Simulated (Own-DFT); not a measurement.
# Response to strain: wurtzite AlN, 72 atoms (Al36N36)

All numbers below are calculated, not measured. They come from Own-DFT, an in-house plane-wave density functional program, since retired, whose code no person has reviewed. Each row is one single-point run on a periodic cell that was not relaxed, without spin or spin-orbit coupling.

Settings of every run: PBE; PseudoDojo norm-conserving scalar-relativistic files; cutoff 42 hartree; 4 x 4 x 3 k mesh centred on Gamma; Gaussian smearing of 0.01 eV.

Known limits: k mesh not checked against a denser one; stress not checked against mesh or cutoff.

Unstrained cell vectors in Å: (9.336, 0.000, 0.000); (-4.668, 8.085, 0.000); (0.000, 0.000, 9.964). The unstrained cell has measured lattice constants (interpolated for alloys), not those of this functional. That, the random moves and any unrelaxed bonds set the pressure at no strain. Each run strains this cell uniformly, with the atoms carried along. Every atom was also moved at random, by a Gaussian of width 0.05 Å on each axis. Strain is the symmetric tensor, in per cent. Stress is positive in tension, and the pressure is minus a third of its trace.

```
run,e_xx (%),e_yy (%),e_zz (%),e_yz (%),e_xz (%),e_xy (%),s_xx (GPa),s_yy (GPa),s_zz (GPa),s_yz (GPa),s_xz (GPa),s_xy (GPa),P (GPa),E (meV/atom)
1,1.46,-0.97,1.79,1.87,-1.40,0.53,0.76,-10.63,4.52,5.02,-2.92,1.82,1.79,17.3
2,1.08,-1.99,-0.04,0.51,-1.87,-0.49,-1.39,-15.91,-7.82,0.64,-4.61,-1.63,8.37,33.3
3,1.40,-1.43,1.48,-0.23,1.70,1.83,-0.09,-10.31,0.68,-0.77,3.99,7.15,3.24,19.2
4,1.94,-1.69,-0.93,-1.77,1.74,0.74,0.45,-12.74,-9.05,-3.85,4.69,3.50,7.11,22.5
5,-1.85,0.08,-0.97,1.94,0.29,-1.10,-16.22,-8.33,-10.31,4.17,0.25,-3.66,11.62,22.9
6,0.95,-0.83,-0.65,0.12,1.37,1.81,-2.47,-9.14,-6.67,0.23,4.05,5.28,6.09,0.0
7,1.74,-0.54,-1.48,1.12,-1.35,-0.68,0.36,-6.97,-10.57,2.26,-3.77,-1.59,5.73,6.8
8,1.17,-1.73,-0.10,1.07,1.42,0.72,-2.39,-15.02,-5.84,2.90,3.82,3.37,7.75,33.3
9,1.55,-0.02,-1.65,1.06,-1.89,-1.39,-0.19,-6.79,-11.02,2.87,-4.39,-5.64,6.00,31.0
10,1.47,0.68,-1.85,-0.98,0.63,-1.44,-0.48,-1.88,-11.44,-2.51,2.22,-3.32,4.60,8.4
11,-0.37,-0.33,1.71,-0.30,-1.03,-0.14,-5.00,-7.16,1.45,-1.20,-1.88,0.11,3.57,8.6
12,1.26,-1.88,0.10,0.23,0.14,-1.62,-3.32,-13.44,-3.59,1.12,-0.09,-6.43,6.79,12.9
13,-0.41,-1.11,-0.30,-0.19,0.45,1.96,-12.39,-11.03,-9.32,0.20,1.27,10.95,10.91,48.5
14,1.64,0.52,1.85,0.47,1.07,-1.80,2.65,-0.74,3.07,1.32,2.46,-5.97,-1.66,21.7
15,-0.21,2.00,0.51,-0.52,-0.46,-0.64,-3.33,2.45,-1.33,-1.09,-0.88,-1.93,0.74,4.2
16,-0.15,1.37,1.20,1.30,-1.69,-0.21,-4.37,2.85,0.17,3.10,-4.73,-0.44,0.45,3.9
17,-1.60,-1.53,0.06,1.44,-1.29,-0.01,-19.47,-13.71,-8.17,4.39,-3.78,1.98,13.78,55.6
18,1.93,-0.40,0.84,-0.35,-1.07,1.31,?,?,?,?,?,?,?,?
```

E is the free energy for each atom above the lowest run shown.

## Worked fit

Each stress component was fitted by least squares to a constant and the strains of the runs shown, as fractions, with shears doubled. Shear strains stay in the fit of a normal stress only where such slopes are resolved. The slopes, in GPa:

| stress | at no strain | per e_xx | per e_yy | per e_zz | scatter |
|---|---|---|---|---|---|
| s_xx | -6.6 | 524 ± 32 | 145 ± 32 | 94 ± 30 | 1.48 |
| s_yy | -5.9 | 74 ± 26 | 487 ± 26 | 46 ± 24 | 1.19 |
| s_zz | -5.4 | 92 ± 24 | 78 ± 24 | 423 ± 22 | 1.09 |

Each shear stress against twice its own strain: yz 121 ± 8, xz 121 ± 5, xy 188 ± 16 GPa. These are stiffnesses along x, y and z of the frame in which the cell vectors are given, which need not be the crystal's axes. The atoms are held to the strained lattice; where symmetry lets them move under strain, relaxing them would lower some slopes. The table should be nearly symmetric about its diagonal, and what it lacks of that shows the noise. A ninth of its sum, 218 ± 9 GPa, estimates the bulk modulus near the mean pressure of these runs, 5.7 GPa, so it lies above the value at zero pressure.

## Withheld run

Question: what normal stresses and pressure should run 18 give?

The fit gives s_xx = 3.7, s_yy = -6.1, s_zz = -0.4 and P = 0.9 GPa. The calculation gave 1.58, -5.16, 1.53 and P = 0.68 GPa.
